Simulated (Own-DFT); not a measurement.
# Computed records: InAs (zincblende, strongly disordered by large displacements), GaP (zincblende, strongly disordered by large displacements)

Computed with Own-DFT development build. A calculation, not a measurement: plane-wave PBE density functional theory by an unreviewed code, no spin, of a simulated periodic cell, stress positive in tension, free energy of the whole cell less one offset for each atom, forces on such cells passed a denser k mesh, this cell's mesh not checked; broken bonds can close the gap or carry spin, so checks made on this kind of crystal may not hold here; offsets are fitted by least squares, one for each functional and potential file, so energies compare only between cells with the same atoms and settings and are not formation energies; the far tail of each file's local potential was reset to the Coulomb form; each entry is a single point on an unrelaxed cell, so the pressure reflects the starting lattice, mostly measured values (interpolated for alloys), from which strain is counted, and rises with the displacements; printed positions are rounded, which can move forces by about a meV/angstrom; the program, named Own-DFT, is a retired in-house code; no spin-orbit coupling.

Common to all runs: functional PBE; potential files PseudoDojo norm-conserving, scalar-relativistic, standard set; wave cutoff 42 hartree; occupations Fermi-Dirac; smearing width 0.1 eV; k mesh 3 x 3 x 3 centred on Gamma.

(1) InAs (zincblende, strongly disordered by large displacements)

```
CELL_PARAMETERS angstrom
12.11660 0.00000 0.00000
0.00000 12.11660 0.00000
0.00000 0.00000 12.11660
ATOMIC_POSITIONS crystal
In 0.97739 0.00297 0.98864
In 0.98085 0.21745 0.24670
In 0.26913 0.99805 0.21144
In 0.21187 0.18456 0.97738
As 0.16649 0.11201 0.12419
As 0.09842 0.38296 0.33329
As 0.38043 0.11503 0.35898
As 0.37586 0.36201 0.09313
In 0.00005 0.01522 0.49134
In 0.04550 0.22751 0.76044
In 0.24225 0.03784 0.76432
In 0.22810 0.23880 0.51512
As 0.16625 0.13604 0.64831
As 0.14520 0.41119 0.90128
As 0.38003 0.09520 0.84225
As 0.36934 0.37189 0.66855
In 0.00328 0.52487 0.99383
In 0.03421 0.74799 0.26993
In 0.27206 0.52563 0.25933
In 0.25554 0.77612 0.03615
As 0.07042 0.61748 0.16730
As 0.11750 0.85957 0.36674
As 0.39715 0.58657 0.38837
As 0.37600 0.91701 0.10542
In 0.97347 0.51168 0.48279
In 0.98041 0.76417 0.74522
In 0.24220 0.46927 0.72537
In 0.25772 0.75151 0.47631
As 0.13967 0.68344 0.61335
As 0.13322 0.91934 0.94077
As 0.33732 0.63697 0.85787
As 0.37663 0.88161 0.62381
In 0.46936 0.00248 0.95502
In 0.44360 0.21773 0.24106
In 0.73474 0.01160 0.19913
In 0.74876 0.22482 0.03882
As 0.63841 0.11837 0.10985
As 0.62645 0.41277 0.34085
As 0.84390 0.14202 0.37919
As 0.88810 0.36488 0.14389
In 0.46257 0.95616 0.49757
In 0.50444 0.24464 0.77368
In 0.77728 0.02128 0.70084
In 0.75062 0.23891 0.48306
As 0.61567 0.16276 0.59579
As 0.59456 0.34945 0.87376
As 0.88799 0.15084 0.88976
As 0.86264 0.36933 0.59975
In 0.52091 0.47529 0.00382
In 0.48366 0.75563 0.22124
In 0.78674 0.45875 0.24284
In 0.75202 0.79735 0.02171
As 0.63695 0.65440 0.15557
As 0.65797 0.82968 0.36693
As 0.89851 0.62653 0.38244
As 0.88631 0.87268 0.11951
In 0.47757 0.46786 0.49642
In 0.50404 0.76205 0.75477
In 0.78826 0.46334 0.72020
In 0.74934 0.72694 0.48948
As 0.60356 0.64419 0.67753
As 0.57345 0.86363 0.87200
As 0.86630 0.67186 0.87580
As 0.90059 0.87852 0.63686
```

- hardware: one NVIDIA H200
- free energy of cell above offsets: 48.388 eV
- pressure: 18.71 GPa
- stress xx: -17.45 GPa
- stress yy: -18.57 GPa
- stress zz: -20.11 GPa
- stress yz: 0.95 GPa
- stress xz: 1.73 GPa
- stress xy: 3.73 GPa
- wall time: 1226 s

Force:
```csv
element,x (eV/Å),y (eV/Å),z (eV/Å)
In,-3.075,1.567,1.545
In,2.452,-0.542,0.153
In,-2.818,-0.255,10.88
In,3.162,6.031,-8.834
As,-8.953,1.17,5.777
As,1.163,-0.217,1.623
As,-4.279,-6.707,8.892
As,-1.84,-0.589,1.235
In,0.181,-0.147,0.057
In,-3.029,3.317,2.921
In,-4.597,-11.52,1.723
In,2.614,4.919,-6.271
As,-5.968,-0.145,-5.46
As,0.519,-2.164,-0.347
As,3.843,9.252,-0.189
As,7.235,-5.856,-5.286
In,-1.747,0.582,-0.429
In,-7.408,1.528,-0.334
In,-2.964,-2.426,-3.225
In,-1.404,-3.614,-1.629
As,4.364,-7.692,-6.077
As,5.507,8.961,5.16
As,-1.256,7.01,-1.99
As,7.177,-5.342,-2.791
In,5.891,-7.077,6.094
In,5.424,-3.639,3.573
In,-7.709,7.692,3.093
In,2.721,0.201,-1.08
As,-2.227,-3.126,2.825
As,3.968,-2.167,-3.399
As,0.372,0.108,0.953
As,-6.086,-4.193,7.188
In,5.58,-2.544,6.178
In,5.067,7.774,-8.009
In,6.271,-7.684,7.214
In,6.562,8.122,-5.392
As,-14.49,-0.295,-1.011
As,-2.523,-2.109,1.936
As,5.534,-7.681,-6.186
As,5.388,-4.174,-8.34
In,6.657,4.952,-8.132
In,-3.883,-5.488,-6.234
In,-2.1,1.881,1.316
In,-4.946,7.53,3.546
As,-2.26,-2.805,2.238
As,8.308,5.024,4.503
As,-1.149,0.587,-1.879
As,6.001,-5.275,-5.881
In,-0.203,3.386,1.266
In,-1.301,1.057,1.516
In,-4.568,7.335,5.448
In,-5.168,-3.011,-3.465
As,2.217,-2.342,-1.92
As,-3.729,4.242,-3.807
As,-5.55,6.256,-6.323
As,3.481,2.218,4.153
In,3.638,-3.742,4.756
In,-9.488,-0.6,-2.782
In,-5.91,6.765,8.341
In,1.235,-2.32,4.578
As,6.476,-7.853,-5.837
As,7.54,4.896,6.598
As,-1.035,-2.849,1.206
As,-2.892,3.828,-5.943
```

(2) GaP (zincblende, strongly disordered by large displacements)

```
CELL_PARAMETERS angstrom
10.90100 0.00000 0.00000
0.00000 10.90100 0.00000
0.00000 0.00000 10.90100
ATOMIC_POSITIONS crystal
Ga 0.00535 0.02298 0.99724
Ga 0.96988 0.22358 0.31014
Ga 0.27879 0.02151 0.19368
Ga 0.30314 0.28918 0.98115
P 0.09848 0.12414 0.16415
P 0.08914 0.41901 0.38990
P 0.38524 0.12965 0.39054
P 0.38169 0.40513 0.08117
Ga 0.01856 0.02425 0.43710
Ga 0.00324 0.24902 0.76744
Ga 0.29727 0.02838 0.73949
Ga 0.21878 0.22420 0.51016
P 0.10922 0.13117 0.60828
P 0.13092 0.34431 0.84856
P 0.39068 0.15407 0.92408
P 0.39042 0.37281 0.61312
Ga 0.99465 0.49325 0.01359
Ga 0.02133 0.70610 0.30236
Ga 0.24900 0.43419 0.24286
Ga 0.24190 0.70403 0.01459
P 0.17489 0.57974 0.11631
P 0.15201 0.91810 0.40244
P 0.37800 0.69724 0.42460
P 0.33608 0.87469 0.11990
Ga 0.98066 0.46623 0.54901
Ga 0.02280 0.75821 0.73002
Ga 0.29156 0.54177 0.69127
Ga 0.22280 0.74398 0.51285
P 0.16154 0.60290 0.59426
P 0.14185 0.86175 0.82570
P 0.38607 0.63841 0.89342
P 0.34355 0.85254 0.64246
Ga 0.49131 0.94014 0.03001
Ga 0.47927 0.25775 0.27933
Ga 0.79401 0.98321 0.30548
Ga 0.75239 0.26800 0.99562
P 0.59765 0.10288 0.09822
P 0.62102 0.39220 0.38672
P 0.85183 0.13039 0.43194
P 0.85766 0.37419 0.13871
Ga 0.50077 0.98274 0.56253
Ga 0.48408 0.24144 0.77970
Ga 0.73908 0.96820 0.76332
Ga 0.70604 0.23674 0.44331
P 0.61627 0.10954 0.59191
P 0.65125 0.39707 0.93734
P 0.88483 0.13779 0.82356
P 0.83158 0.41805 0.63317
Ga 0.50059 0.51573 0.02711
Ga 0.45911 0.73674 0.23369
Ga 0.76393 0.50814 0.19833
Ga 0.74492 0.77087 0.03204
P 0.61230 0.62611 0.09610
P 0.57710 0.84368 0.40532
P 0.84046 0.64561 0.39035
P 0.80081 0.92177 0.09828
Ga 0.47219 0.48495 0.47465
Ga 0.48130 0.76812 0.73674
Ga 0.75284 0.54225 0.78331
Ga 0.70777 0.71274 0.48073
P 0.60575 0.63009 0.61857
P 0.58225 0.87752 0.88190
P 0.84407 0.57813 0.92710
P 0.85231 0.90218 0.62369
```

* hardware: one NVIDIA H100
* free energy of cell above offsets: 38.013 eV
* pressure: 18.98 GPa
* stress xx: -22.11 GPa
* stress yy: -21.23 GPa
* stress zz: -13.6 GPa
* stress yz: -0.56 GPa
* stress xz: 4.03 GPa
* stress xy: -1.71 GPa
* wall time: 595.6 s

Force:
```csv
element,x (eV/Å),y (eV/Å),z (eV/Å)
Ga,-0.771,-0.638,-1.099
Ga,2.279,3.997,-2.996
Ga,-3.047,7.483,5.895
Ga,-10.45,1.591,-2.613
P,0.152,0.643,-0.771
P,0.725,-2.601,-1.495
P,-2.508,-2.146,0.377
P,-2.175,-1.3,9.103
Ga,-3.85,2.672,3.267
Ga,1.778,2.692,-6.209
Ga,-1.78,1.086,1.065
Ga,6.209,5.83,-5.183
P,-4.528,-4.576,5.449
P,4.657,5.236,3.924
P,3.752,-10.7,-1.959
P,-1.752,-2.103,2.185
Ga,3.343,-2.015,0.344
Ga,1.035,0.576,-0.507
Ga,0.159,-0.18,1.855
Ga,1.69,7.192,-5.247
P,-5.641,-4.513,4.798
P,5.673,-6.336,-2.869
P,5.493,-2.796,-3.061
P,0.476,-8.149,-2.435
Ga,3.937,2.559,-1.863
Ga,-3.911,-2.094,-2.624
Ga,6.299,-3.816,6.817
Ga,-2.108,8.041,-2.847
P,-11.06,-3.03,0.17
P,2.792,3.007,4.639
P,0.672,-0.851,-3.024
P,-1.329,3.125,-1.444
Ga,0.036,2.801,1.307
Ga,1.609,1.349,-2.492
Ga,-2.261,-2.421,-1.064
Ga,4.203,-7.872,1.523
P,1.156,1.729,1.34
P,0.343,2.576,-4.279
P,1.954,-2.235,1.375
P,6.534,-7.491,-0.973
Ga,-5.542,-6.023,-3.022
Ga,2.914,2.12,-3.114
Ga,-1.373,2.038,1.612
Ga,-3.127,0.598,2.472
P,4.833,5.822,4.095
P,-5.779,5.05,-5.803
P,-7.584,-6.308,5.501
P,-4.383,-3.081,2.68
Ga,0.417,-0.004,-7.442
Ga,1.189,0.225,0.305
Ga,-5.035,6.868,4.965
Ga,-2.17,-6.905,-4.155
P,5.207,6.501,6.345
P,-0.937,1.622,-2.042
P,6.439,-4.399,-5.185
P,3.603,7.975,3.046
Ga,-0.56,3.046,0.125
Ga,2.968,-3.029,2.204
Ga,-5.084,-1.827,-7.565
Ga,-2.977,4.55,3.061
P,-1.525,-2.104,4.028
P,3.693,-1.495,-3.807
P,2.746,5.351,5.611
P,2.282,-2.911,-2.293
```

(3) InAs (zincblende, strongly disordered by large displacements)

```
CELL_PARAMETERS angstrom
12.11660 0.00000 0.00000
0.00000 12.11660 0.00000
0.00000 0.00000 12.11660
ATOMIC_POSITIONS crystal
In 0.99473 0.03946 0.01670
In 0.96661 0.29243 0.19058
In 0.22285 0.02795 0.22714
In 0.27832 0.27804 0.03905
As 0.09135 0.17748 0.16901
As 0.14011 0.34112 0.37687
As 0.41890 0.17490 0.37481
As 0.43057 0.38768 0.05341
In 0.96880 0.97498 0.47790
In 0.98741 0.25544 0.77382
In 0.21619 0.01304 0.74747
In 0.23904 0.19876 0.48741
As 0.11115 0.12400 0.64277
As 0.11129 0.38958 0.86046
As 0.39684 0.11845 0.83710
As 0.38613 0.41909 0.66893
In 0.96675 0.48812 0.97892
In 0.95075 0.77041 0.29434
In 0.25870 0.49907 0.25146
In 0.22048 0.79044 0.99802
As 0.10066 0.62428 0.07290
As 0.09236 0.87466 0.35044
As 0.37254 0.61104 0.40474
As 0.34302 0.85060 0.10452
In 0.99264 0.47111 0.50494
In 0.05772 0.73805 0.76575
In 0.19104 0.50324 0.75703
In 0.23101 0.73587 0.49630
As 0.16682 0.61616 0.61606
As 0.10889 0.88360 0.84435
As 0.38201 0.62593 0.84660
As 0.35538 0.85005 0.63793
In 0.51842 0.03025 0.00780
In 0.52352 0.19652 0.23857
In 0.77126 0.99766 0.23617
In 0.72995 0.29180 0.08247
As 0.60190 0.07199 0.15362
As 0.59924 0.36085 0.40428
As 0.87506 0.10759 0.42830
As 0.88388 0.35888 0.05377
In 0.51073 0.03532 0.50277
In 0.50090 0.23623 0.77107
In 0.73647 0.99663 0.73223
In 0.74622 0.20207 0.48773
As 0.61719 0.12157 0.60874
As 0.58733 0.37585 0.82009
As 0.88229 0.11965 0.88018
As 0.90391 0.36133 0.64540
In 0.52842 0.47942 0.94571
In 0.51093 0.76340 0.23434
In 0.76432 0.51633 0.26552
In 0.74811 0.70701 0.01803
As 0.64899 0.59407 0.12106
As 0.61594 0.84188 0.40983
As 0.89166 0.64162 0.39384
As 0.89981 0.89905 0.10543
In 0.48771 0.53679 0.51058
In 0.47524 0.68047 0.70737
In 0.75265 0.50752 0.67901
In 0.76863 0.76708 0.48226
As 0.63257 0.64527 0.64426
As 0.67131 0.85508 0.85418
As 0.87202 0.60533 0.85638
As 0.84732 0.86490 0.64351
```

- hardware: one NVIDIA H200
- free energy of cell above offsets: 48.267 eV
- pressure: 18.63 GPa
- stress xx: -19.57 GPa
- stress yy: -19.46 GPa
- stress zz: -16.85 GPa
- stress yz: 3.96 GPa
- stress xz: 1.78 GPa
- stress xy: -1.43 GPa
- wall time: 1276 s

Force:
```csv
element,x (eV/Å),y (eV/Å),z (eV/Å)
In,3.319,1.188,-0.161
In,-2.219,3.082,9.421
In,1.385,-1.391,0.695
In,-3.399,-2.209,-1.16
As,7.453,-6.289,-2.275
As,-1.35,1.933,-1.054
As,-6.454,-1.072,6.745
As,-3.287,-3.477,8.5
In,5.218,-7.234,5.042
In,1.976,-2.656,1.935
In,5.061,-1.49,0.955
In,0.199,-0.137,0.865
As,-2.578,2.27,-3.46
As,-1.644,-5.727,6.393
As,-6.764,-7.475,5.204
As,0.087,-0.684,0.068
In,5.86,6.563,-2.898
In,0.425,3.857,-8.224
In,-0.323,-0.184,-0.829
In,-5.554,-3.991,-5.254
As,0.485,0.074,1.851
As,5.798,2.008,1.435
As,-5.089,4.079,-7.389
As,6.903,4.363,5.666
In,2.262,0.766,-1.27
In,-4.206,-7.597,-4.161
In,5.642,2.036,-1.005
In,1.782,5.372,-3.915
As,-4.528,-1.063,-0.331
As,0.711,6.28,6.167
As,-4.57,-2.526,6.923
As,0.374,1.586,-0.885
In,-4.525,-3.467,-8.77
In,0.246,10.06,-1.753
In,0.83,-0.472,1.981
In,-10.72,-4.137,1.032
As,8.117,-5.074,1.196
As,1.151,0.014,-0.909
As,1.626,3.104,-8.305
As,0.253,0.163,-3.735
In,-5.782,-6.678,-4.849
In,0.937,-0.793,-6.791
In,-0.304,3.058,0.847
In,-5.697,7.785,2.099
As,3.548,3.865,7.802
As,9.482,2.879,-4.582
As,-3.004,0.503,-1.375
As,-4.017,1.466,-3.247
In,1.673,10.79,0.728
In,-0.375,-0.823,0.235
In,0.297,-1.777,1.778
In,3.698,4.527,-4.244
As,-4.686,-2.039,1.842
As,-4.061,3.056,-2.724
As,-1.836,-8.744,4.007
As,-2.039,-4.198,1.579
In,6.152,-4.897,4.782
In,-3.813,5.129,-1.649
In,2.27,-3.575,2.181
In,0.996,-0.926,2.782
As,6.044,1.571,-5.141
As,-1.909,-1.45,2.271
As,-1.105,2.498,-1.989
As,3.577,-1.68,-0.676
```

(4) InAs (zincblende, strongly disordered by large displacements)

```
CELL_PARAMETERS angstrom
12.11660 0.00000 0.00000
0.00000 12.11660 0.00000
0.00000 0.00000 12.11660
ATOMIC_POSITIONS crystal
In 0.02485 0.01529 0.99389
In 0.98896 0.27929 0.25875
In 0.23426 0.98467 0.25978
In 0.25907 0.25174 0.01453
As 0.12697 0.12002 0.13519
As 0.11286 0.38123 0.41087
As 0.37881 0.12970 0.37127
As 0.38183 0.37719 0.13835
In 0.00276 0.03215 0.48610
In 0.98694 0.23791 0.74610
In 0.26942 0.97207 0.72172
In 0.26004 0.25465 0.47445
As 0.12316 0.12031 0.64898
As 0.14971 0.38509 0.85847
As 0.39068 0.09879 0.88695
As 0.34937 0.42319 0.64171
In 0.97441 0.51419 0.99476
In 0.98958 0.74683 0.26654
In 0.24305 0.49138 0.22381
In 0.26960 0.76139 0.02156
As 0.12144 0.61443 0.11517
As 0.13731 0.86012 0.36583
As 0.37150 0.64252 0.37053
As 0.39147 0.87062 0.12346
In 0.01561 0.50882 0.50572
In 0.99914 0.73829 0.75443
In 0.24311 0.51852 0.76248
In 0.26771 0.74339 0.46549
As 0.13817 0.64520 0.64225
As 0.12055 0.89667 0.90190
As 0.37505 0.66636 0.88047
As 0.35772 0.86397 0.61932
In 0.48971 0.98484 0.00246
In 0.53461 0.23132 0.24636
In 0.76142 0.96374 0.24992
In 0.77665 0.23462 0.02180
As 0.64862 0.12783 0.12181
As 0.62319 0.36592 0.40144
As 0.87794 0.10655 0.32980
As 0.89622 0.36501 0.14042
In 0.48623 0.99923 0.47199
In 0.46328 0.24200 0.72391
In 0.76224 0.02004 0.76484
In 0.72373 0.24333 0.51966
As 0.62484 0.14241 0.62271
As 0.60084 0.34208 0.87714
As 0.87470 0.12318 0.88295
As 0.89003 0.38472 0.63696
In 0.48940 0.49695 0.98382
In 0.50744 0.73986 0.23320
In 0.75282 0.52318 0.24776
In 0.71670 0.79105 0.98341
As 0.63634 0.62116 0.09343
As 0.62050 0.87494 0.36368
As 0.89211 0.64160 0.36346
As 0.85045 0.86934 0.11583
In 0.50839 0.49528 0.50975
In 0.48828 0.75573 0.76814
In 0.74494 0.50054 0.74367
In 0.75706 0.75541 0.48603
As 0.62145 0.63844 0.62208
As 0.61378 0.88871 0.88422
As 0.87606 0.61657 0.89569
As 0.86179 0.87948 0.62063
```

* hardware: one NVIDIA H200
* free energy of cell above offsets: 2.136 eV
* pressure: 9.72 GPa
* stress xx: -9.56 GPa
* stress yy: -9.91 GPa
* stress zz: -9.69 GPa
* stress yz: 0.88 GPa
* stress xz: 2.1 GPa
* stress xy: 2.83 GPa
* wall time: 1169 s

Force:
```csv
element,x (eV/Å),y (eV/Å),z (eV/Å)
In,-4.403,3.07,3.15
In,5.442,-5.037,6.012
In,2.527,2.104,-2.221
In,-0.125,-0.375,-1.104
As,0.196,1.907,1.022
As,2.047,-2.399,-4.198
As,-0.593,0.222,-2.446
As,1.842,-1.208,-0.511
In,0,-1.056,0.612
In,0.82,1.3,0.831
In,-5.214,6.075,6.698
In,-0.631,0.595,2.832
As,1.423,-0.372,-1.872
As,-3.093,-3.394,3.134
As,-2.999,2.864,-2.991
As,3.249,-4.031,-3.91
In,5.878,-5.958,4.44
In,5.115,5.168,-6.801
In,-0.656,0.672,2.46
In,-3.947,-0.699,-0.693
As,-0.42,1.723,0.113
As,-3.107,-0.117,1.971
As,5.644,-6.896,-4.979
As,-0.698,1.212,3.697
In,-2.199,3.378,2.847
In,-1.253,1.761,1.231
In,0.048,4.053,1.919
In,-4.806,3.831,5.951
As,0.154,0.09,-2.769
As,4.198,-5.874,-4.692
As,-2.566,-4.801,2.042
As,5.664,-4.831,-5.351
In,2.128,1.609,1.855
In,-1.458,1.721,1.08
In,-2.306,2.361,1.116
In,-0.162,2.483,-1.104
As,-1.33,-3.423,0.478
As,0.099,1.326,-3.136
As,0.498,1.852,2.114
As,-5.262,5.69,-6.264
In,1.33,-1.235,2.636
In,-0.067,0.78,1.069
In,-2.427,-2.08,-2.488
In,6.848,3.772,-3.8
As,-4.616,-6.191,4.654
As,1.087,0.794,-0.325
As,2.054,0.967,1.197
As,-1.178,-0.162,-1.25
In,0.14,-0.111,-0.096
In,0.796,-0.783,0.36
In,-0.187,-1.29,0.026
In,5.527,-6.303,4.518
As,-0.601,-0.08,0.718
As,-0.766,-0.964,0.716
As,-5.012,-6.187,5.781
As,4.256,-1.6,-2.2
In,-1.513,1.2,0.34
In,3.521,2.259,-4.213
In,-0.647,-0.293,1.195
In,-0.914,-0.08,0.662
As,0.382,0.291,0.366
As,-2.998,4.156,-7.264
As,-6.043,5.899,-5.828
As,1.288,0.647,0.663
```
